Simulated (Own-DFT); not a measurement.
## Calculated data, Hf₃₂O₆₃ (monoclinic hafnia with one vacancy, atoms displaced), Hf₃₁O₆₄ (monoclinic hafnia with one vacancy, atoms displaced)

All values are calculated (Own-DFT development build). A calculation, not a measurement: plane-wave PBE density functional theory by an unreviewed code, no spin, of a simulated periodic cell, stress positive in tension, free energy of the whole cell less one offset for each atom, defect cell not probed for a lower state with spin; hafnium file: forces about 75 meV/angstrom off all-electron values; oxygen file: force components 24 meV/angstrom off all-electron in one glass; forces on such cells passed a denser k mesh, this cell's mesh not checked; offsets are fitted by least squares, one for each functional and potential file, so energies compare only between cells with the same atoms and settings and are not formation energies; the far tail of each file's local potential was reset to the Coulomb form; each entry is a single point on an unrelaxed cell, so the pressure reflects the starting lattice, mostly measured values, from which strain is counted, and rises with the displacements; printed positions are rounded, which can move forces by about a meV/angstrom; the program is a retired in-house code; no spin-orbit coupling; before rounding, a Quantum ESPRESSO 7.3.1 run of the same cell and cutoff gave forces within 1 meV/angstrom rms on each cell, which checks the program and not the settings.

Settings shared by all entries: functional PBE; potential files PseudoDojo norm-conserving, scalar-relativistic, standard set; wave cutoff 72 hartree; occupations Fermi-Dirac; smearing width 0.1 eV; k mesh 2 x 2 x 2 centred on Gamma.

(1) Hf₃₂O₆₃ (monoclinic hafnia with one vacancy, atoms displaced)

```
Hf32O63
1.0
     10.2340     0.0000     0.0000
      0.0000    10.3500     0.0000
     -1.6955     0.0000    10.4453
Hf O Hf O Hf O Hf O Hf O Hf O Hf O Hf O
4 8 4 8 4 8 4 8 4 8 4 8 4 7 4 8
Direct
  0.12534 0.02762 0.08932
  0.36216 0.27249 0.13140
  0.38398 0.47308 0.40745
  0.14860 0.23021 0.35934
  0.02398 0.17253 0.17313
  0.46031 0.41434 0.08233
  0.46414 0.32633 0.33237
  0.03322 0.08631 0.43144
  0.22218 0.36301 0.23799
  0.28889 0.13761 0.99772
  0.27866 0.11469 0.25019
  0.24175 0.37462 0.49191
  0.14154 0.01402 0.60073
  0.34748 0.27558 0.65305
  0.37471 0.49128 0.90047
  0.13868 0.23242 0.84957
  0.04344 0.16008 0.67571
  0.47316 0.41245 0.56010
  0.44923 0.34698 0.82078
  0.02472 0.08671 0.92705
  0.22070 0.38210 0.74264
  0.27307 0.13257 0.51723
  0.27572 0.11428 0.76445
  0.23008 0.36840 0.00990
  0.15027 0.53159 0.11133
  0.36609 0.77781 0.15612
  0.36083 0.97714 0.39501
  0.13440 0.72680 0.35471
  0.03674 0.65899 0.16092
  0.46250 0.90894 0.08446
  0.45915 0.84921 0.32373
  0.03634 0.58831 0.41565
  0.22161 0.87102 0.23886
  0.28424 0.62128 0.00613
  0.26586 0.61672 0.27425
  0.22767 0.87814 0.47910
  0.12376 0.51613 0.60923
  0.35678 0.77417 0.64440
  0.37123 0.98225 0.90068
  0.14597 0.72545 0.84775
  0.03695 0.66589 0.66720
  0.46954 0.91933 0.57271
  0.45770 0.83404 0.83901
  0.03837 0.58104 0.92149
  0.22778 0.87899 0.73687
  0.27310 0.62630 0.51292
  0.27780 0.62081 0.75824
  0.22447 0.87947 0.99759
  0.64635 0.02664 0.10422
  0.85159 0.26932 0.14381
  0.87126 0.48199 0.40048
  0.64167 0.22214 0.34513
  0.53335 0.17092 0.17563
  0.96473 0.42386 0.06807
  0.97122 0.34717 0.33097
  0.54504 0.08439 0.41769
  0.71595 0.37580 0.23769
  0.79159 0.12906 0.01284
  0.77990 0.12260 0.25779
  0.72613 0.36353 0.50454
  0.63888 0.02063 0.59306
  0.85059 0.26693 0.63046
  0.85262 0.47642 0.89940
  0.63589 0.22854 0.85455
  0.52993 0.16500 0.66487
  0.95358 0.42150 0.56793
  0.95942 0.33803 0.83151
  0.53561 0.09029 0.91673
  0.71686 0.37500 0.73240
  0.78050 0.10903 0.51810
  0.78315 0.13026 0.77289
  0.73415 0.36675 0.97569
  0.63148 0.50708 0.08801
  0.86076 0.76435 0.14060
  0.86708 0.97998 0.40124
  0.63717 0.73595 0.34980
  0.53754 0.66157 0.17544
  0.97575 0.82767 0.33365
  0.55002 0.58961 0.44428
  0.72134 0.88794 0.23542
  0.77739 0.61986 0.02145
  0.77201 0.62048 0.26701
  0.71958 0.87567 0.47736
  0.65522 0.53050 0.60007
  0.85716 0.77995 0.65672
  0.85973 0.97433 0.90142
  0.63232 0.74780 0.83682
  0.54273 0.67150 0.68188
  0.96112 0.90944 0.58812
  0.96232 0.83574 0.83393
  0.52638 0.58556 0.92319
  0.73562 0.88498 0.74194
  0.77058 0.62824 0.50916
  0.78679 0.61750 0.75061
  0.72749 0.87627 0.97848
```

* free energy of cell above offsets: -82.242 eV
* pressure: 8.98 GPa
* stress xx: -9.89 GPa
* stress yy: -7.97 GPa
* stress zz: -9.07 GPa
* stress yz: -0.16 GPa
* stress xz: -0.11 GPa
* stress xy: -1.41 GPa

Force:
```tsv
element	x (eV/Å)	y (eV/Å)	z (eV/Å)
Hf	1.012	-0.567	2.789
Hf	-3.063	-1.636	4.097
Hf	-2.128	1.207	-3.034
Hf	-0.232	1.023	-2.118
O	0.987	-1.157	0.433
O	2.73	1.953	-1.104
O	1.331	-0.499	-1.134
O	-0.174	-0.006	-0.619
O	0.087	0.981	0.467
O	-1.289	-1.006	0.017
O	-0.781	-0.146	0.914
O	-2.365	-0.658	0.462
Hf	-0.694	1.31	1.004
Hf	3.006	-0.545	-1.832
Hf	-5.685	-1.747	-0.929
Hf	-1.476	0.629	1.166
O	-0.922	0.846	-0.505
O	0.922	-1.176	4.927
O	2.992	-2.308	0.371
O	1.265	0.575	-0.405
O	-1.515	-0.095	-0.092
O	0.173	-0.483	-0.745
O	0.403	0.615	-0.894
O	-1.077	0.703	-3.501
Hf	-0.343	-4.276	-1.562
Hf	-1.916	-1.681	-1.442
Hf	-0.831	2.739	-1.161
Hf	2.972	0.141	-0.081
O	-2.835	3.299	1.226
O	2.715	2.614	-1.218
O	2.656	-2.371	0.215
O	-1.402	-1.886	1.485
O	-0.484	0.771	-0.145
O	-0.67	2.195	1.252
O	1.914	-0.167	-1.387
O	-0.742	-0.877	1.818
Hf	2.769	0.977	-1.177
Hf	0.36	-1.506	-1.316
Hf	-2.94	0.738	0.602
Hf	-2.003	-0.475	2.161
O	-0.7	1.04	0.815
O	-0.853	-1.447	0.774
O	1.761	-1.435	-1.357
O	0.97	1.431	-0.752
O	-0.185	-0.524	-0.025
O	-0.004	1.358	1.381
O	0.33	0.395	-0.066
O	0.083	-0.761	-1.467
Hf	-0.9	-0.635	0.333
Hf	3.877	2.153	0.476
Hf	-1.639	0.913	-3.133
Hf	-1.846	2.342	1.513
O	2.198	-2.005	-1.591
O	-0.733	-1.249	1.759
O	0.253	-1.636	-0.461
O	-1.063	-0.875	0.13
O	0.401	0.179	-0.584
O	-2.416	-0.263	0.193
O	-0.079	-0.372	0.404
O	-0.423	-0.086	-3.29
Hf	-1.962	1.083	1.927
Hf	1.049	-0.282	4.813
Hf	4.679	1.499	-2.004
Hf	1.244	0.819	-3.613
O	0.281	0.088	0.959
O	1.108	-1.041	2.613
O	1.295	-1.068	-1.539
O	0.1	-1.115	1.588
O	0.097	0.127	0.673
O	1.481	2.1	-1.061
O	-0.859	-0.49	-1.154
O	-3.754	-1.031	2.417
Hf	0.678	2.218	3.787
Hf	0.807	-0.345	1.128
Hf	0.847	-1.203	-1.271
Hf	0.439	-1.926	-0.073
O	-0.481	-0.062	0.045
O	-3.291	1.91	-1.117
O	-1.976	1.885	-3.713
O	0.739	-0.827	-0.196
O	-0.51	1.071	-1.295
O	0.452	0.744	-0.521
O	0.072	-0.521	1.289
Hf	-2.03	-3.311	2.997
Hf	1.887	-2.948	-1.581
Hf	1.721	2.309	-0.971
Hf	0.294	-1.957	2.526
O	-1.293	0.227	-1.479
O	1.484	1.541	-1.398
O	1.389	-1.065	-0.235
O	4.315	2.422	-0.002
O	-2.638	0.329	-0.688
O	2.893	2.19	-0.408
O	-0.793	1.001	1.51
O	-1.518	-0.94	1.989
```

(2) Hf₃₂O₆₃ (monoclinic hafnia with one vacancy, atoms displaced)

```
Hf32O63
1.0
     10.2340     0.0000     0.0000
      0.0000    10.3500     0.0000
     -1.6955     0.0000    10.4453
Hf O Hf O Hf O Hf O Hf O Hf O Hf O Hf O
4 7 4 8 4 8 4 8 4 8 4 8 4 8 4 8
Direct
  0.13945 0.02214 0.10214
  0.36451 0.26959 0.14506
  0.36290 0.47743 0.39596
  0.13207 0.23453 0.35422
  0.03481 0.16737 0.17109
  0.45980 0.41833 0.07489
  0.46017 0.32937 0.32937
  0.03789 0.08843 0.42544
  0.26800 0.13004 0.00963
  0.27516 0.12013 0.26017
  0.22304 0.36845 0.48678
  0.13728 0.02260 0.60211
  0.36475 0.27157 0.65211
  0.36664 0.47911 0.89412
  0.13940 0.23059 0.85350
  0.04514 0.16565 0.68028
  0.46063 0.41523 0.58023
  0.46640 0.33554 0.82848
  0.03486 0.08619 0.92556
  0.22535 0.38119 0.74074
  0.27401 0.12835 0.50881
  0.27616 0.12332 0.75729
  0.22203 0.36981 0.98984
  0.13554 0.52147 0.09882
  0.36711 0.76927 0.14283
  0.35924 0.97921 0.40102
  0.13388 0.73304 0.35145
  0.03835 0.66129 0.16978
  0.46392 0.91970 0.07649
  0.46557 0.84408 0.33444
  0.03643 0.58467 0.42544
  0.22165 0.88253 0.24232
  0.27501 0.63097 0.01029
  0.27787 0.61682 0.25664
  0.22424 0.86664 0.49042
  0.13456 0.52364 0.59653
  0.36357 0.77502 0.65117
  0.36304 0.97951 0.89786
  0.13975 0.73103 0.85797
  0.03168 0.66447 0.67053
  0.46241 0.91168 0.57853
  0.46180 0.83712 0.82707
  0.03881 0.58622 0.92663
  0.22592 0.87822 0.74463
  0.27391 0.62620 0.50751
  0.27029 0.62533 0.75826
  0.22573 0.87246 0.99140
  0.63639 0.02058 0.10021
  0.85823 0.27728 0.14009
  0.85762 0.47579 0.39264
  0.64065 0.22826 0.35675
  0.53859 0.16912 0.17639
  0.96503 0.41069 0.07580
  0.96009 0.33494 0.33079
  0.53511 0.08535 0.41905
  0.73129 0.37950 0.24968
  0.77735 0.12933 0.00857
  0.77338 0.11532 0.25722
  0.71903 0.37262 0.49017
  0.63605 0.01812 0.60442
  0.86088 0.26996 0.64185
  0.86465 0.48177 0.89925
  0.63892 0.22932 0.85653
  0.54085 0.16369 0.67094
  0.96345 0.41607 0.57184
  0.96180 0.33585 0.82900
  0.53456 0.08315 0.92151
  0.72933 0.37987 0.74055
  0.77065 0.12977 0.50946
  0.77336 0.11976 0.75921
  0.72250 0.36920 0.99186
  0.63382 0.52262 0.10587
  0.86146 0.77143 0.14540
  0.86534 0.97977 0.39373
  0.63142 0.72940 0.35328
  0.54442 0.66154 0.17644
  0.96069 0.91727 0.07957
  0.96409 0.83857 0.32787
  0.53902 0.58226 0.42250
  0.72229 0.87884 0.23873
  0.77608 0.62988 0.01172
  0.77462 0.62573 0.26180
  0.72237 0.87473 0.48867
  0.64092 0.51716 0.60526
  0.86339 0.76795 0.64647
  0.86081 0.97660 0.89631
  0.64146 0.72684 0.85402
  0.53537 0.66555 0.67191
  0.96619 0.91246 0.57555
  0.96289 0.82920 0.83325
  0.53888 0.58813 0.92469
  0.72584 0.87806 0.74066
  0.77813 0.62763 0.50834
  0.77620 0.62334 0.76142
  0.72702 0.87113 0.98847
```

- free energy of cell above offsets: -94.072 eV
- pressure: 4.52 GPa
- stress xx: -5.02 GPa
- stress yy: -4.28 GPa
- stress zz: -4.25 GPa
- stress yz: -0.1 GPa
- stress xz: -0.19 GPa
- stress xy: 0.01 GPa

Force:
```tsv
element	x (eV/Å)	y (eV/Å)	z (eV/Å)
Hf	-0.805	0.382	0.953
Hf	-1.256	-0.122	0.685
Hf	-0.559	0.278	-0.207
Hf	1.328	-0.587	-0.651
O	-0.574	0.491	0.185
O	0.878	0.378	0.228
O	0.432	0.197	-0.12
O	-1.011	-0.578	-0.029
O	1.291	-0.018	-0.152
O	-0.031	0.494	-0.154
O	-0.022	0.32	-0.072
Hf	0.459	-0.46	0.51
Hf	-0.559	-0.667	-1.542
Hf	-1.619	0.62	-0.267
Hf	-0.462	0	0.611
O	-1.905	0.486	-1.259
O	1.04	0.538	0.089
O	0.581	-0.341	0.189
O	-0.545	-0.389	-0.509
O	0.192	0.037	-0.071
O	0.258	0.162	0.633
O	0.644	-0.472	0.833
O	0.444	0.498	0.107
Hf	1.593	-0.708	1.417
Hf	-1.411	0.297	1.124
Hf	-0.363	1.235	-0.865
Hf	1.091	-0.976	0.351
O	-1.326	1.218	0.542
O	0.034	-0.589	0.392
O	0.721	-1.905	-1.602
O	-0.731	0.261	-1.24
O	0.439	-0.893	-0.433
O	0.724	0.132	-0.072
O	0.081	0.169	0.023
O	-0.361	0.373	0.272
Hf	0.679	-0.129	1.035
Hf	-0.833	-1.618	-0.846
Hf	-0.934	0.505	-0.876
Hf	0.16	0.119	-0.997
O	0.032	0.17	0.594
O	0.865	1.064	0.035
O	1.193	-0.594	0.518
O	-0.99	-0.498	-0.694
O	-0.487	0.638	-0.375
O	0.35	0.473	0.19
O	0.544	-0.549	0.611
O	0.05	-0.312	0.179
Hf	0.801	0.396	1.331
Hf	0.366	-2.26	1.327
Hf	0.196	1.959	1.06
Hf	-0.813	-0.608	-0.368
O	0.102	-0.256	-0.875
O	0.442	0.981	-0.163
O	0.927	-0.712	-0.735
O	-0.493	-0.493	0.709
O	-1.17	0.185	-1.875
O	-0.383	0.181	0.015
O	0.354	0.701	0.224
O	0.257	-0.206	0.241
Hf	0.56	-0.246	-0.528
Hf	0.509	0.017	1
Hf	0.019	-0.36	-0.803
Hf	0.792	-0.605	-0.737
O	-1.277	1.065	0.56
O	-0.377	-0.785	0.493
O	0.516	-0.267	-0.317
O	0.077	0.38	-0.037
O	-0.523	-0.079	-0.009
O	0.9	0.217	0.282
O	0.445	0.107	0.213
O	-0.173	0.598	-0.138
Hf	1.482	-1.135	-0.089
Hf	-0.18	0.032	0.271
Hf	-1.31	0.188	0.31
Hf	1.438	0.859	1.526
O	-2.543	1.8	-0.468
O	0.616	0.099	0.002
O	0.615	-0.865	-0.508
O	-0.553	-0.424	-0.008
O	0.042	-0.207	-0.44
O	0.031	-0.326	0.026
O	0.507	-0.628	-0.165
O	0.265	-0.437	-0.09
Hf	-0.588	0.763	-0.283
Hf	-0.187	0.35	-0.595
Hf	0.671	0.789	-0.162
Hf	-0.1	1.024	-0.59
O	0.075	-0.097	0.378
O	0.183	0.456	0.133
O	0.317	-0.042	-0.263
O	-0.819	-0.648	0.128
O	-0.282	-0.021	-0.092
O	-0.375	0.202	0.609
O	0.098	-0.517	0.182
O	-0.773	-0.256	0.041
```

(3) Hf₃₁O₆₄ (monoclinic hafnia with one vacancy, atoms displaced)

```
Hf31O64
1.0
     10.2340     0.0000     0.0000
      0.0000    10.3500     0.0000
     -1.6955     0.0000    10.4453
Hf O Hf O Hf O Hf O Hf O Hf O Hf O Hf O
4 8 4 8 4 8 4 8 4 8 4 8 4 8 3 8
Direct
  0.13440 0.02473 0.11734
  0.34470 0.26945 0.14945
  0.36250 0.48096 0.39218
  0.13171 0.23248 0.36639
  0.04525 0.17823 0.18435
  0.45229 0.40116 0.07713
  0.46208 0.33629 0.33071
  0.03272 0.09559 0.42507
  0.22837 0.37209 0.25138
  0.26963 0.11993 0.01418
  0.27973 0.12947 0.26885
  0.24445 0.38149 0.48837
  0.14480 0.01614 0.62050
  0.36641 0.26927 0.65494
  0.37034 0.49384 0.90674
  0.12845 0.22776 0.83955
  0.03507 0.17220 0.66416
  0.46209 0.41148 0.57952
  0.47478 0.33451 0.82660
  0.04535 0.07764 0.92547
  0.23338 0.39721 0.73450
  0.28168 0.12754 0.52185
  0.27466 0.11411 0.75547
  0.22634 0.35261 0.98602
  0.14882 0.51600 0.10035
  0.36692 0.76980 0.13934
  0.35473 0.97441 0.39478
  0.15395 0.72166 0.35859
  0.03384 0.66659 0.16712
  0.45861 0.92058 0.07972
  0.46485 0.83337 0.32889
  0.04276 0.60809 0.41435
  0.23981 0.88236 0.24637
  0.27205 0.62627 0.00124
  0.27471 0.63426 0.26429
  0.22821 0.87911 0.49296
  0.14167 0.50998 0.60520
  0.36408 0.77375 0.65046
  0.34879 0.97380 0.89437
  0.14019 0.71852 0.85457
  0.03473 0.67305 0.68468
  0.46102 0.89749 0.56555
  0.46153 0.83313 0.81173
  0.03296 0.58398 0.92556
  0.21619 0.87851 0.73877
  0.27263 0.62248 0.53097
  0.27227 0.61881 0.75624
  0.22312 0.86195 0.99060
  0.63021 0.03037 0.11015
  0.85881 0.26498 0.14717
  0.86603 0.47742 0.38969
  0.65190 0.22501 0.36415
  0.54027 0.17091 0.17339
  0.95662 0.41639 0.07098
  0.96460 0.33953 0.31777
  0.53162 0.08662 0.41195
  0.71757 0.37005 0.22538
  0.77381 0.12069 0.01772
  0.77336 0.11153 0.27816
  0.72419 0.37102 0.48622
  0.64609 0.02118 0.60394
  0.85182 0.28058 0.64101
  0.86460 0.47483 0.90378
  0.64338 0.23261 0.85900
  0.54667 0.16792 0.68653
  0.97633 0.41746 0.58778
  0.97148 0.34654 0.81981
  0.54107 0.07520 0.91444
  0.71924 0.36696 0.74135
  0.78154 0.13499 0.49658
  0.77388 0.12427 0.75634
  0.71487 0.36899 0.98327
  0.63900 0.51696 0.09781
  0.85875 0.75863 0.14226
  0.86578 0.97323 0.39748
  0.62959 0.73005 0.34699
  0.53601 0.68219 0.17999
  0.96324 0.91860 0.10135
  0.95708 0.83641 0.30062
  0.52743 0.57941 0.41559
  0.70949 0.87227 0.23195
  0.78327 0.63536 0.00176
  0.75853 0.61411 0.25147
  0.71710 0.87875 0.49786
  0.84858 0.77711 0.64457
  0.85488 0.97546 0.89614
  0.63086 0.73596 0.85588
  0.53459 0.67246 0.67953
  0.96315 0.92079 0.58803
  0.95762 0.83194 0.82211
  0.52476 0.59488 0.92809
  0.72464 0.88408 0.74562
  0.77916 0.61834 0.51409
  0.77457 0.63662 0.75601
  0.72252 0.86932 0.98122
```

- free energy of cell above offsets: -68.684 eV
- pressure: 7.98 GPa
- stress xx: -7.63 GPa
- stress yy: -7.95 GPa
- stress zz: -8.37 GPa
- stress yz: 0.11 GPa
- stress xz: -0.06 GPa
- stress xy: -0.78 GPa

Force:
```tsv
element	x (eV/Å)	y (eV/Å)	z (eV/Å)
Hf	0.393	-0.828	-0.954
Hf	2.313	-2.303	0.223
Hf	2.134	0.133	1.457
Hf	2.578	0.012	0.186
O	-0.925	-0.506	-1.222
O	2.48	3.165	-0.022
O	0.951	-0.524	-0.388
O	-0.979	-2.047	0.369
O	-1.471	2.42	-2.133
O	0.941	-0.147	0.094
O	-1.006	-0.981	0.255
O	-3.131	-1.924	0.937
Hf	-1.159	0.992	-3.82
Hf	1.682	0.422	-0.634
Hf	-1.626	-4.363	-3.416
Hf	0.096	-0.155	1.782
O	-0.106	-0.093	0.454
O	-0.027	0.081	-0.289
O	-1.636	1.082	0.922
O	-1.596	0.083	-0.411
O	0.36	-3.485	2.015
O	-0.512	0.18	-0.482
O	0.024	0.755	1.86
O	-1.266	2.202	0.308
Hf	-2.868	0.436	0.365
Hf	-1.644	1.908	1.404
Hf	1.861	1.887	0.718
Hf	-0.674	4.878	-0.38
O	1.564	-1.766	-0.189
O	0.301	0.038	-0.8
O	-0.166	0.041	-0.313
O	-4.355	-4.702	1.46
O	-1.513	0.128	-1.652
O	0.563	-0.561	2.102
O	1.644	-2.583	-1.707
O	-1.781	-1.127	-0.173
Hf	0.082	3.68	0.387
Hf	-0.986	-2.527	-2.323
Hf	1.409	1.232	1.269
Hf	-1.799	1.615	-1.498
O	-0.038	-1.267	-1.893
O	2.514	2.566	0.243
O	-0.845	2.18	3.411
O	0.371	-0.66	0.761
O	0.609	-0.871	1.637
O	1.414	1.4	-2.762
O	0.24	0.859	2.034
O	-0.021	0.12	-0.184
Hf	0.153	-2.071	-0.728
Hf	0.366	-0.015	-0.538
Hf	-2.606	1.918	2.345
Hf	-3.379	1.795	-1.545
O	-1.139	0.75	-0.028
O	0.909	-0.875	1.645
O	-0.108	0.419	0.882
O	0.099	-0.609	1.711
O	0.654	0.424	0.776
O	0.959	1.181	0.282
O	1.451	0.499	-2.88
O	2.061	-0.123	-0.755
Hf	-1.963	0.817	-0.216
Hf	-0.851	0.591	0.073
Hf	-1.029	1.295	-3.709
Hf	-0.649	-1.352	-1.481
O	-1.493	-0.955	-2.523
O	-1.42	-0.488	-2.515
O	-0.037	-0.695	0.216
O	-1.417	-0.554	0.8
O	1.411	0.484	0.803
O	-0.115	-1.128	3.481
O	1.652	-1.033	0.491
O	0.726	1.838	2.188
Hf	-0.566	-0.491	1.101
Hf	-0.157	2.246	-0.036
Hf	0.65	-0.483	0.047
Hf	0.68	-0.262	3.865
O	0.215	-3.114	-3.483
O	0.407	0.969	-2.504
O	0.751	0.571	4.283
O	0.935	1.496	-0.617
O	0.667	0.336	0.569
O	-1.767	-2.391	-0.152
O	1.613	-0.787	0.101
O	0.944	-0.669	-1.386
Hf	0.978	-3.076	0.241
Hf	1.329	0.341	0.11
Hf	2.149	-1.238	-2.199
O	0.084	-0.317	-0.101
O	0.258	0.447	-1.323
O	0.258	0.689	1.754
O	1.73	0.513	1.356
O	-1.008	0.725	-0.842
O	1.086	1.539	-1.512
O	0.002	-0.548	1.735
O	0.131	0.316	1.207
```

(4) Hf₃₂O₆₃ (monoclinic hafnia with one vacancy, atoms displaced)

```
Hf32O63
1.0
     10.2340     0.0000     0.0000
      0.0000    10.3500     0.0000
     -1.6955     0.0000    10.4453
Hf O Hf O Hf O Hf O Hf O Hf O Hf O Hf O
4 8 4 8 4 8 4 7 4 8 4 8 4 8 4 8
Direct
  0.13443 0.00729 0.11162
  0.36828 0.25849 0.14636
  0.36576 0.45996 0.38530
  0.12794 0.22709 0.34243
  0.03640 0.16768 0.17075
  0.45686 0.41848 0.08238
  0.45589 0.33367 0.33336
  0.03742 0.09657 0.41192
  0.22441 0.38522 0.24225
  0.28372 0.13194 0.00814
  0.26541 0.11040 0.25544
  0.22394 0.38514 0.49331
  0.13509 0.01841 0.60585
  0.36174 0.27395 0.65643
  0.37139 0.48026 0.89588
  0.13508 0.22301 0.85365
  0.03952 0.17884 0.66775
  0.47055 0.41251 0.57465
  0.46168 0.33681 0.82058
  0.03834 0.08122 0.90923
  0.21614 0.38191 0.74582
  0.28020 0.11956 0.51823
  0.28051 0.11300 0.76298
  0.22670 0.36518 0.98767
  0.13438 0.51233 0.08845
  0.36413 0.77950 0.14753
  0.36715 0.98327 0.40313
  0.13448 0.73043 0.35396
  0.04114 0.66592 0.16957
  0.47097 0.92967 0.06800
  0.47025 0.82228 0.31666
  0.04702 0.59536 0.42789
  0.21307 0.88792 0.23993
  0.26651 0.62328 0.00797
  0.28149 0.61619 0.25669
  0.22879 0.87312 0.48207
  0.13275 0.52095 0.59989
  0.35841 0.77449 0.63386
  0.36976 0.97056 0.89199
  0.13755 0.71188 0.86675
  0.03348 0.67541 0.67741
  0.46402 0.90431 0.58578
  0.46731 0.82813 0.82592
  0.02264 0.58536 0.91162
  0.27437 0.61849 0.51067
  0.27491 0.63803 0.76079
  0.22094 0.87600 0.00014
  0.63490 0.02232 0.10804
  0.87036 0.26633 0.14490
  0.84723 0.46962 0.40357
  0.62898 0.23101 0.36085
  0.53552 0.17002 0.16853
  0.94794 0.41559 0.08104
  0.96089 0.32828 0.31671
  0.55282 0.08089 0.42319
  0.73895 0.38212 0.24201
  0.77808 0.13197 0.02112
  0.76935 0.11905 0.27031
  0.73498 0.37914 0.49389
  0.63664 0.00551 0.59906
  0.87016 0.26545 0.63569
  0.86274 0.48236 0.89461
  0.63489 0.23209 0.84721
  0.54090 0.17053 0.67796
  0.96510 0.40577 0.56968
  0.97675 0.33920 0.83475
  0.53524 0.08230 0.91957
  0.71972 0.38673 0.74235
  0.77771 0.12109 0.50521
  0.76769 0.11237 0.77036
  0.72718 0.37103 0.98818
  0.63151 0.51738 0.09739
  0.85662 0.77662 0.14037
  0.87298 0.98566 0.40106
  0.63725 0.74252 0.35214
  0.52710 0.67097 0.16951
  0.96693 0.90445 0.08026
  0.97559 0.83768 0.32334
  0.52220 0.60274 0.43158
  0.70100 0.88298 0.23101
  0.76686 0.64115 0.01470
  0.77466 0.61100 0.25111
  0.72342 0.89189 0.49006
  0.62705 0.50716 0.60862
  0.86322 0.76006 0.63764
  0.85814 0.99806 0.89480
  0.61783 0.73777 0.85453
  0.55265 0.66510 0.67565
  0.95574 0.91611 0.55999
  0.95214 0.82725 0.83124
  0.55123 0.58403 0.92856
  0.74590 0.87798 0.74768
  0.77446 0.62662 0.51581
  0.76921 0.62881 0.76634
  0.72247 0.87049 0.99244
```

- free energy of cell above offsets: -78.809 eV
- pressure: 10.48 GPa
- stress xx: -12.52 GPa
- stress yy: -9.76 GPa
- stress zz: -9.17 GPa
- stress yz: 2.18 GPa
- stress xz: -2.09 GPa
- stress xy: -0.63 GPa

Force:
```tsv
element	x (eV/Å)	y (eV/Å)	z (eV/Å)
Hf	-0.139	1.567	-2.647
Hf	-3.218	1.135	-1.904
Hf	-5.403	10.35	3.422
Hf	2.459	3.411	0.768
O	0.671	-1.093	-1.173
O	0.438	-0.066	-0.567
O	5.589	-6.674	-2.318
O	-1.623	-2.992	2.423
O	-0.403	-1.655	-1.417
O	-0.488	-0.676	0.334
O	1.907	1.213	1.351
O	0.183	-2.778	-0.187
Hf	1.315	0.108	-0.033
Hf	-1.133	-0.73	-2.317
Hf	-2.122	0.669	0.295
Hf	1.994	1.514	1.112
O	0.865	-1.908	-0.64
O	-2.435	-2.392	-0.049
O	0.517	0.456	1.2
O	-0.906	-1.076	1.036
O	1.36	0.284	-0.525
O	0.439	0.515	-0.494
O	-0.766	0.192	-0.668
O	-0.017	0.57	0.081
Hf	-0.626	0.35	3.846
Hf	-0.959	-2.243	-0.153
Hf	-1.542	-0.264	-1.405
Hf	2.271	-1.795	-1.792
O	-0.317	-0.312	-0.69
O	-2.531	-2.568	1.202
O	-3.496	4.4	1.737
O	-3.63	-2.291	0.409
O	2.25	-2.061	1.812
O	1.321	0.192	-0.039
O	-0.161	0.903	-0.431
O	-0.157	0.286	1.032
Hf	1.47	1.273	0.169
Hf	-2.423	-4.953	1.076
Hf	-1.726	2.444	0.209
Hf	-0.916	5.228	-2.541
O	1.461	-1.65	-0.466
O	3.031	3.652	-2.121
O	-4.976	2.655	-1.17
O	0.516	-1.468	1.658
O	0.681	2.008	1.129
O	0.603	-1.475	0.631
O	1.217	-1.089	-1.556
Hf	2.786	0.597	-1.219
Hf	-3.283	0.882	0.087
Hf	4.157	4.189	-4.63
Hf	3.842	0.386	-1.725
O	0.16	0.703	1.553
O	3.152	2.171	-1.117
O	0.682	0.888	2.393
O	-3.639	-1.574	-0.254
O	-2.584	-1.282	0.103
O	-0.208	-1.039	-1.251
O	-0.234	0.718	-0.504
O	-3.969	-3.453	0.738
Hf	1.311	1.206	3.879
Hf	-1.878	0.336	2.137
Hf	-3.417	0.111	-0.621
Hf	0.93	-0.361	2.178
O	-0.904	-0.499	-2.009
O	0.861	0.594	0.205
O	-1.483	-0.249	-1.148
O	0.475	0.743	-0.646
O	1.222	-2.147	0.182
O	0.321	2.67	2.195
O	0.08	2.905	-2.875
O	-1.473	-0.103	-0.46
Hf	2.965	0.98	3.135
Hf	-0.658	-2.622	0.521
Hf	-1.217	-0.207	-3.96
Hf	1.521	-3.969	0.084
O	0.867	-0.754	-0.775
O	1.015	2.494	-0.69
O	-2.555	1.355	0.084
O	1.032	-1.294	-0.693
O	1.926	-1.299	1.561
O	0.923	-1.285	-0.265
O	-0.793	1.401	1.677
O	-0.287	-3.087	-1.372
Hf	2.437	5.043	-0.173
Hf	-1.517	1.22	3.825
Hf	0.88	-5.655	1.592
Hf	9.232	-2.413	0.733
O	-3.1	1.047	-0.393
O	2.626	-0.011	3.193
O	2.593	0.307	0.491
O	-3.817	-1.927	-1.562
O	-2.891	1.028	-2.274
O	0.04	-0.35	-1.355
O	1.617	-1.395	0.054
O	-0.193	1.83	-0.256
```
